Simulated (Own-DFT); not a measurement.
## Calculated data, Si3N4 (beta silicon nitride, strained, atoms displaced)

A calculation, not a measurement: plane-wave PBE density functional theory by an unreviewed code, no spin, of a simulated periodic cell, stress positive in tension, free energy of the whole cell less one offset for each atom, forces on such cells moved up to 12 meV/angstrom on a denser k mesh; offsets are fitted by least squares, one for each functional and potential file, so energies compare only between cells with the same atoms and settings and are not formation energies; the far tail of each file's local potential was reset to the Coulomb form; each entry is a single point on an unrelaxed cell, so the pressure reflects the starting lattice, mostly measured values (interpolated for alloys), from which strain is counted, and rises with the displacements; printed positions are rounded, which can move forces by about a meV/angstrom; the program, named Own-DFT, is a retired in-house code; no spin-orbit coupling; before rounding, a Quantum ESPRESSO 7.3.1 run of the same cell and cutoff gave forces within 1 meV/angstrom rms on each cell, which checks the program and not the settings. Program: Own-DFT development build.

Settings shared by all entries: functional PBE; potential files PseudoDojo norm-conserving, scalar-relativistic, standard set; wave cutoff 42 hartree; occupations Fermi-Dirac; smearing width 0.1 eV; k mesh 2 x 2 x 4 centred on Gamma.

(1) Si3N4 (beta silicon nitride, strained, atoms displaced)

```cif
# cell vector a (Å): 15.3499 0.0597 -0.2161
# cell vector b (Å): -7.6233 13.2221 0.0103
# cell vector c (Å): -0.0827 -0.0432 5.7031
data_Si3N4
_symmetry_space_group_name_H-M 'P 1'
_symmetry_Int_Tables_number 1
_cell_length_a 15.3515
_cell_length_b 15.2623
_cell_length_c 5.7039
_cell_angle_alpha 89.922
_cell_angle_beta 91.639
_cell_angle_gamma 119.740
_cell_volume 1159.78
loop_
_atom_site_label
_atom_site_type_symbol
_atom_site_fract_x
_atom_site_fract_y
_atom_site_fract_z
_atom_site_occupancy
Si1 Si 0.08914 0.38993 0.11979 1
Si2 Si 0.12211 0.20543 0.12089 1
Si3 Si 0.29074 0.40757 0.12285 1
Si4 Si 0.41605 0.11690 0.36366 1
Si5 Si 0.38540 0.29758 0.35891 1
Si6 Si 0.19710 0.08173 0.37894 1
N1 N 0.16519 0.01338 0.12643 1
N2 N 0.48465 0.15729 0.14087 1
N3 N 0.34974 0.32814 0.12907 1
N4 N 0.32125 0.47775 0.38132 1
N5 N 0.01398 0.34498 0.36920 1
N6 N 0.15188 0.16353 0.36893 1
N7 N 0.16262 0.33177 0.11734 1
N8 N 0.32873 0.16943 0.38826 1
Si7 Si 0.08484 0.38136 0.61905 1
Si8 Si 0.11026 0.19792 0.63343 1
Si9 Si 0.29942 0.41936 0.62133 1
Si10 Si 0.41485 0.12123 0.87542 1
Si11 Si 0.38117 0.29332 0.87550 1
Si12 Si 0.20022 0.08821 0.87275 1
N9 N 0.16813 0.01453 0.62354 1
N10 N 0.49509 0.15571 0.63262 1
N11 N 0.35380 0.33220 0.62763 1
N12 N 0.33176 0.48148 0.88023 1
N13 N 0.01434 0.34429 0.86931 1
N14 N 0.14840 0.16394 0.87720 1
N15 N 0.16227 0.33301 0.62930 1
N16 N 0.33318 0.16673 0.88650 1
Si13 Si 0.08009 0.87913 0.12494 1
Si14 Si 0.12051 0.70414 0.12056 1
Si15 Si 0.29830 0.91239 0.11535 1
Si16 Si 0.41262 0.60892 0.37429 1
Si17 Si 0.38549 0.80521 0.37564 1
Si18 Si 0.20019 0.58332 0.37579 1
N17 N 0.17098 0.51874 0.12581 1
N18 N 0.48172 0.64427 0.12310 1
N19 N 0.34905 0.82755 0.13388 1
N20 N 0.33535 0.98383 0.38406 1
N21 N 0.00914 0.84509 0.37863 1
N22 N 0.15115 0.66391 0.37540 1
N23 N 0.16794 0.83695 0.11086 1
N24 N 0.32393 0.65979 0.37057 1
Si19 Si 0.08318 0.88198 0.60904 1
Si20 Si 0.11679 0.70485 0.60907 1
Si21 Si 0.29757 0.91362 0.60495 1
Si22 Si 0.41612 0.61909 0.87558 1
Si23 Si 0.38243 0.79646 0.88121 1
Si24 Si 0.19676 0.58098 0.87581 1
N25 N 0.16591 0.52233 0.62160 1
N26 N 0.48495 0.64828 0.63883 1
N27 N 0.35202 0.83365 0.63218 1
N28 N 0.33885 0.98872 0.87160 1
N29 N 0.01395 0.84674 0.88119 1
N30 N 0.14989 0.66413 0.88078 1
N31 N 0.16561 0.84008 0.62211 1
N32 N 0.33651 0.66820 0.87813 1
Si25 Si 0.58581 0.38146 0.12361 1
Si26 Si 0.61092 0.19416 0.13288 1
Si27 Si 0.80043 0.41019 0.10823 1
Si28 Si 0.91591 0.11496 0.37789 1
Si29 Si 0.88658 0.30028 0.38644 1
Si30 Si 0.69887 0.09008 0.37159 1
N33 N 0.66050 0.00468 0.14015 1
N34 N 0.98803 0.15184 0.13281 1
N35 N 0.85294 0.33485 0.11253 1
N36 N 0.83308 0.48641 0.37617 1
N37 N 0.51512 0.34520 0.38443 1
N38 N 0.65287 0.17197 0.37294 1
N39 N 0.66987 0.33414 0.13163 1
N40 N 0.83684 0.16839 0.37888 1
Si31 Si 0.58584 0.38714 0.62193 1
Si32 Si 0.61491 0.20157 0.60934 1
Si33 Si 0.79887 0.41647 0.62714 1
Si34 Si 0.91014 0.11078 0.86899 1
Si35 Si 0.87930 0.29899 0.87777 1
Si36 Si 0.70258 0.08810 0.87586 1
N41 N 0.66621 0.01569 0.63571 1
N42 N 0.98423 0.14313 0.62898 1
N43 N 0.84312 0.33211 0.62818 1
N44 N 0.83473 0.49026 0.87967 1
N45 N 0.51747 0.35329 0.86896 1
N46 N 0.64757 0.17112 0.88060 1
N47 N 0.66607 0.33422 0.62413 1
N48 N 0.83443 0.17242 0.86932 1
Si37 Si 0.58090 0.88064 0.13590 1
Si38 Si 0.61129 0.70524 0.12564 1
Si39 Si 0.79572 0.91594 0.13107 1
Si40 Si 0.90869 0.61322 0.36702 1
Si41 Si 0.88432 0.79403 0.37087 1
Si42 Si 0.70050 0.58053 0.36578 1
N49 N 0.66701 0.51973 0.12151 1
N50 N 0.97916 0.64668 0.11743 1
N51 N 0.85413 0.84178 0.10922 1
N52 N 0.82969 0.97978 0.38598 1
N53 N 0.51448 0.84461 0.37656 1
N54 N 0.64728 0.67069 0.38719 1
N55 N 0.66647 0.83516 0.13235 1
N56 N 0.83078 0.66094 0.38103 1
Si43 Si 0.58527 0.88362 0.63910 1
Si44 Si 0.61672 0.70608 0.62266 1
Si45 Si 0.79559 0.90768 0.61335 1
Si46 Si 0.91709 0.61782 0.87025 1
Si47 Si 0.89093 0.80571 0.87628 1
Si48 Si 0.70121 0.59144 0.87197 1
N57 N 0.65994 0.51458 0.61816 1
N58 N 0.97516 0.64527 0.60898 1
N59 N 0.84842 0.83695 0.62833 1
N60 N 0.83316 0.98528 0.88326 1
N61 N 0.51057 0.84892 0.88071 1
N62 N 0.65058 0.65686 0.86752 1
N63 N 0.66337 0.83386 0.63382 1
N64 N 0.83339 0.66139 0.86870 1
```

* free energy of cell above offsets: -5.319 eV
* pressure: 10.48 GPa
* stress xx: -4.47 GPa
* stress yy: -3.04 GPa
* stress zz: -23.93 GPa
* stress yz: -1.27 GPa
* stress xz: -4.23 GPa
* stress xy: 1.79 GPa

Force:
```csv
element,x (eV/Å),y (eV/Å),z (eV/Å)
Si,-0.037,-2.243,0.048
Si,-2.935,-0.466,1.842
Si,0.898,-0.444,-0.16
Si,-4.142,0.012,5.606
Si,2.231,-1.697,6.584
Si,1.856,2.792,-1.023
N,-0.652,-1.293,-0.825
N,2.052,-0.008,-3.565
N,-4.556,3.143,-3.941
N,1.333,3.345,-3.825
N,-0.467,1.209,-0.69
N,-1.497,0.477,2.139
N,0.849,0.616,0.311
N,2.581,-2.658,-0.672
Si,0.226,1.186,1.336
Si,1.013,2.568,-2.94
Si,0.475,-6.116,3.517
Si,0.491,-0.538,-0.923
Si,2.101,1.263,-0.595
Si,2.153,-0.773,1.243
N,-1.166,-1.643,0.874
N,-4.773,-2.827,-0.953
N,-3.08,2.233,-2.023
N,0.197,2.117,0.303
N,-1.501,0.855,-0.227
N,0.993,-0.435,-0.367
N,2.309,-0.693,-0.364
N,-0.457,-1.114,-0.308
Si,2.879,2.153,1.149
Si,-2.929,0.336,0.763
Si,-0.541,0.359,0.215
Si,-3.242,1.278,0.825
Si,3.762,-5.31,3.562
Si,0.759,3,0.049
N,-1.047,-3.363,-0.454
N,1.433,0.661,2.145
N,-4.4,3.333,-3.525
N,0.807,2.591,-5.057
N,0.48,0.364,-2.531
N,-0.632,0.473,-0.816
N,0.316,-1.455,0.767
N,3.597,2.604,0.294
Si,1.02,1.701,4.556
Si,-2.001,-0.266,2.426
Si,-0.388,-1.872,5.633
Si,-3.143,-2.094,-0.5
Si,1.484,-2.225,-0.173
Si,2.133,4.413,0.014
N,-0.551,-5.389,0.507
N,0.666,0.055,-2.461
N,-2.738,1.801,-1.278
N,0.42,-0.638,-0.188
N,0.182,0.501,-3.648
N,-0.086,0.108,-2.366
N,2.294,-2.509,-0.695
N,-1.446,-1.181,-0.146
Si,1.828,1.119,0.865
Si,-2.439,5.31,-3.197
Si,-2.946,0.861,2.718
Si,-1.669,-0.45,-1.545
Si,-0.05,-1.442,-1.729
Si,3.458,-1.103,1.471
N,-0.455,4.594,-1.343
N,-0.01,-0.738,-1.138
N,-1.353,1.261,4.6
N,0.83,-1.736,-1.392
N,-1.631,-0.37,-4.083
N,3.035,-2.744,0.881
N,-0.385,-1.172,-0.389
N,-1.528,-0.763,-0.176
Si,2.655,-0.285,1.764
Si,0.208,4.467,4.192
Si,-2.505,-0.516,-0.746
Si,-0.816,2.175,2.189
Si,4.241,-1.521,-2.504
Si,0.116,1.183,2.067
N,-0.951,-0.534,-2.083
N,-0.157,-0.141,0.628
N,0.444,0.74,-1.229
N,0.85,-1.548,-1.151
N,-1.914,-1.413,1.071
N,3.115,-2.787,-0.887
N,0.654,0.35,-0.016
N,0.245,-2.751,0.344
Si,2.024,-0.514,-0.989
Si,2.728,-0.816,-0.138
Si,0.124,-1.567,-1.431
Si,-0.736,-0.955,-2.145
Si,-3.217,-1.623,0.015
Si,-0.767,3.326,3.13
N,-0.611,-3.666,-1.986
N,4.243,2.401,2.71
N,-0.356,-0.192,3.235
N,0.378,3.538,-1.701
N,-1.916,-0.194,1.788
N,2.654,-1.764,-3.656
N,-0.699,-0.802,-0.496
N,-1.907,2.423,-0.687
Si,0.266,0.557,-0.629
Si,-0.442,-0.655,2.684
Si,-2.663,0.469,4.016
Si,-3.15,-0.823,-1.946
Si,-1.016,-4.521,-1.069
Si,6.491,-3.451,-0.562
N,0.244,0.32,0.347
N,5.328,2.847,2.663
N,2.572,-1.302,-1.773
N,-0.22,-0.793,-1.671
N,0.49,0.275,-0.202
N,-7.746,5.859,1.419
N,0.948,0.218,0.137
N,-1.499,3.06,0.289
```

(2) Si3N4 (beta silicon nitride, strained, atoms displaced)

```cif
# cell vector a (Å): 15.3651 0.1266 0.1775
# cell vector b (Å): -7.5729 13.2639 -0.3476
# cell vector c (Å): 0.0679 -0.1143 5.7375
data_Si3N4
_symmetry_space_group_name_H-M 'P 1'
_symmetry_Int_Tables_number 1
_cell_length_a 15.3666
_cell_length_b 15.2775
_cell_length_c 5.7390
_cell_angle_alpha 92.631
_cell_angle_beta 88.670
_cell_angle_gamma 119.259
_cell_volume 1174.19
loop_
_atom_site_label
_atom_site_type_symbol
_atom_site_fract_x
_atom_site_fract_y
_atom_site_fract_z
_atom_site_occupancy
Si1 Si 0.08754 0.38209 0.12723 1
Si2 Si 0.11896 0.19756 0.11940 1
Si3 Si 0.29914 0.40892 0.12527 1
Si4 Si 0.41257 0.11568 0.37474 1
Si5 Si 0.38589 0.30315 0.36819 1
Si6 Si 0.20100 0.08795 0.38578 1
N1 N 0.16281 0.01258 0.11041 1
N2 N 0.48486 0.15075 0.12924 1
N3 N 0.34711 0.33461 0.13595 1
N4 N 0.33460 0.48977 0.38213 1
N5 N 0.01886 0.34975 0.38334 1
N6 N 0.14880 0.17120 0.38729 1
N7 N 0.16428 0.33151 0.12650 1
N8 N 0.33386 0.16437 0.36655 1
Si7 Si 0.08310 0.38630 0.63073 1
Si8 Si 0.12055 0.20513 0.62126 1
Si9 Si 0.29364 0.41224 0.61333 1
Si10 Si 0.41776 0.11666 0.88735 1
Si11 Si 0.38692 0.30005 0.86486 1
Si12 Si 0.20340 0.08839 0.86855 1
N9 N 0.15842 0.00778 0.61413 1
N10 N 0.48488 0.15405 0.64080 1
N11 N 0.35439 0.33772 0.60981 1
N12 N 0.33463 0.48493 0.87426 1
N13 N 0.01819 0.35622 0.85837 1
N14 N 0.15408 0.16835 0.89277 1
N15 N 0.16977 0.33105 0.61979 1
N16 N 0.33057 0.16951 0.87276 1
Si13 Si 0.08384 0.88507 0.12559 1
Si14 Si 0.11882 0.70594 0.12671 1
Si15 Si 0.30037 0.91301 0.12719 1
Si16 Si 0.41545 0.61594 0.36838 1
Si17 Si 0.38680 0.79709 0.36514 1
Si18 Si 0.20151 0.59024 0.36838 1
N17 N 0.16135 0.51338 0.12302 1
N18 N 0.48751 0.65660 0.12532 1
N19 N 0.34992 0.82687 0.13410 1
N20 N 0.33661 0.98801 0.39709 1
N21 N 0.01922 0.85043 0.36561 1
N22 N 0.15182 0.66330 0.37543 1
N23 N 0.16523 0.83573 0.13453 1
N24 N 0.32933 0.65945 0.38300 1
Si19 Si 0.08300 0.88236 0.63780 1
Si20 Si 0.11332 0.69624 0.63043 1
Si21 Si 0.29268 0.91491 0.62352 1
Si22 Si 0.41411 0.61403 0.87933 1
Si23 Si 0.38618 0.80346 0.86319 1
Si24 Si 0.20643 0.58638 0.88096 1
N25 N 0.16220 0.51301 0.63089 1
N26 N 0.48224 0.65405 0.63386 1
N27 N 0.34973 0.83027 0.62460 1
N28 N 0.33631 0.98775 0.86652 1
N29 N 0.01782 0.84936 0.87696 1
N30 N 0.15041 0.66433 0.87389 1
N31 N 0.15825 0.82738 0.61741 1
N32 N 0.34161 0.67043 0.87040 1
Si25 Si 0.58966 0.39102 0.11499 1
Si26 Si 0.61342 0.19456 0.12989 1
Si27 Si 0.79862 0.41056 0.10854 1
Si28 Si 0.91671 0.12005 0.37829 1
Si29 Si 0.88882 0.30023 0.36549 1
Si30 Si 0.70855 0.09141 0.35822 1
N33 N 0.66613 0.02193 0.13525 1
N34 N 0.99100 0.15614 0.11762 1
N35 N 0.85067 0.32577 0.10643 1
N36 N 0.82969 0.47380 0.37567 1
N37 N 0.51195 0.35013 0.37038 1
N38 N 0.64982 0.16021 0.37892 1
N39 N 0.66527 0.33566 0.12603 1
N40 N 0.83359 0.16708 0.37337 1
Si31 Si 0.58428 0.38139 0.61702 1
Si32 Si 0.61227 0.20256 0.62474 1
Si33 Si 0.79900 0.41244 0.62483 1
Si34 Si 0.91202 0.11478 0.88080 1
Si35 Si 0.88277 0.29304 0.88249 1
Si36 Si 0.70251 0.09195 0.86432 1
N41 N 0.66550 0.01835 0.63163 1
N42 N 0.98342 0.14809 0.61077 1
N43 N 0.84866 0.33308 0.62854 1
N44 N 0.82696 0.48751 0.87944 1
N45 N 0.51213 0.34716 0.87036 1
N46 N 0.64819 0.17131 0.87346 1
N47 N 0.66384 0.33301 0.61266 1
N48 N 0.83559 0.16798 0.86776 1
Si37 Si 0.58994 0.88509 0.12308 1
Si38 Si 0.61869 0.70091 0.11427 1
Si39 Si 0.80443 0.91606 0.11242 1
Si40 Si 0.90834 0.61913 0.38175 1
Si41 Si 0.88256 0.80115 0.36129 1
Si42 Si 0.69443 0.57412 0.36563 1
N49 N 0.67013 0.51926 0.13144 1
N50 N 0.98921 0.65535 0.12561 1
N51 N 0.84467 0.83836 0.13645 1
N52 N 0.83413 0.98077 0.37425 1
N53 N 0.50933 0.84617 0.35650 1
N54 N 0.64935 0.66824 0.36943 1
N55 N 0.66037 0.83080 0.13687 1
N56 N 0.83775 0.66945 0.37098 1
Si43 Si 0.58943 0.88906 0.62433 1
Si44 Si 0.61146 0.70085 0.62238 1
Si45 Si 0.79833 0.91749 0.64555 1
Si46 Si 0.90637 0.61491 0.87978 1
Si47 Si 0.88161 0.79403 0.88000 1
Si48 Si 0.70541 0.58411 0.86697 1
N57 N 0.67328 0.52143 0.61491 1
N58 N 0.98523 0.65145 0.62133 1
N59 N 0.84307 0.83455 0.63396 1
N60 N 0.83529 0.98920 0.89994 1
N61 N 0.51085 0.84497 0.88246 1
N62 N 0.65115 0.66497 0.86609 1
N63 N 0.67168 0.83442 0.61234 1
N64 N 0.83807 0.66768 0.87256 1
```

* free energy of cell above offsets: -4.049 eV
* pressure: 7.5 GPa
* stress xx: -3.08 GPa
* stress yy: -0.73 GPa
* stress zz: -18.68 GPa
* stress yz: -5.71 GPa
* stress xz: 3.89 GPa
* stress xy: 4.17 GPa

Force:
```csv
element,x (eV/Å),y (eV/Å),z (eV/Å)
Si,0.222,1.083,-1.253
Si,-5.06,4.171,5.846
Si,-4.495,2.798,-0.273
Si,-0.556,0.135,2.238
Si,1.874,-3.624,-0.802
Si,0.936,-0.371,-2.69
N,-0.253,1.929,1.36
N,1.474,-0.006,1.482
N,2.038,-0.853,-2.911
N,0.749,-2.122,-1.404
N,-2.519,-0.91,-2.552
N,5.008,-3.693,-5.26
N,2.217,-0.314,-0.183
N,-1.71,1.213,0.275
Si,4.909,1.622,-2.515
Si,-4.239,1.299,5.697
Si,0.495,0.931,1.272
Si,-3.712,-0.331,-1.757
Si,-1.91,-1.312,0.239
Si,0.889,-1.108,0.857
N,0.125,2.947,1.164
N,0.583,0.017,-2.341
N,-1.794,0.835,3.798
N,0.531,-1.107,0.792
N,-3.198,-2.849,5.921
N,2.717,-1.87,-7.819
N,-2.154,0.912,0.455
N,1.896,-0.417,-0.065
Si,2.991,0.7,-0.539
Si,-0.69,-0.01,0.661
Si,-1.281,-0.938,0.305
Si,-1.698,0.727,1.597
Si,0.112,-3.683,2.672
Si,3.096,-2.504,2
N,0.122,-0.48,-0.111
N,1.408,-0.978,-0.167
N,-4.092,3.096,-2.907
N,0.414,-0.011,-3.465
N,-4.198,-1.121,2.693
N,-2.488,1.691,-0.741
N,2.154,0.565,-0.591
N,0.278,2.232,-0.926
Si,1.615,-0.929,-3.947
Si,-0.846,1.485,-0.433
Si,0.179,-3.943,0.429
Si,-1.474,0.493,0.261
Si,1.869,-3.583,1.895
Si,0.914,1.25,-0.764
N,0.101,0.903,-1.724
N,2.484,0.134,-1.786
N,-3.048,2.43,-1.447
N,0.405,-0.223,3.314
N,-4.266,-1.634,0.971
N,0.754,-0.212,0.458
N,2.108,1.257,0.782
N,-2.804,-0.962,0.517
Si,0.767,-2.855,1.017
Si,-1.751,3.412,1.592
Si,-1.303,-1.381,2.154
Si,-1.337,-2.379,-2.987
Si,0.303,-1.024,1.705
Si,0.799,0.746,5.688
N,-0.225,-3.814,-6.245
N,-0.9,-1.09,0.933
N,-5.084,3.772,7.052
N,0.424,3.65,-1.014
N,1.285,1.371,-1.148
N,-1.878,1.394,-0.459
N,1.006,-1.123,-0.499
N,0.954,1.304,-0.298
Si,0.787,0.568,-0.192
Si,-0.121,1.247,0.033
Si,-1.407,-1.453,-0.334
Si,0.866,2.06,-1.231
Si,4.674,-0.145,-8.345
Si,0.774,0.767,3.011
N,0.112,-0.898,-3.141
N,2.391,0.793,4.695
N,0.27,-0.015,-0.036
N,0.605,-0.713,-0.503
N,0.972,1.786,0.097
N,2.548,-1.717,-1.11
N,0.917,0.113,0.632
N,-0.695,-1.746,0.139
Si,-1.636,0.15,-0.347
Si,-2.888,1.805,2.294
Si,-5.715,-1.285,5.219
Si,4.686,-1.593,-1.199
Si,2.019,-1.022,3.775
Si,-0.015,10.1,5.575
N,-0.434,-4.5,-8.68
N,-1.737,-1.608,0.155
N,4.058,-3.095,-2.715
N,0.112,2.855,1.766
N,2.951,2.233,2.621
N,2.264,-2.577,-0.495
N,3.715,0.99,-1.458
N,-4.738,0.21,-0.353
Si,-0.261,-2.447,-0.38
Si,-0.474,1.577,0
Si,-0.916,-1.025,-3.719
Si,6.08,0.843,0.161
Si,0.24,1.633,-1.461
Si,-0.358,3.326,1.432
N,-0.625,-5.027,1.049
N,-1.059,-1.327,1.428
N,2.806,-0.776,0.373
N,0.049,1.284,-3.597
N,1.96,2.625,-1.966
N,1.733,-1.407,-0.797
N,-2.217,0.493,1.34
N,-4.527,0.183,0.197
```
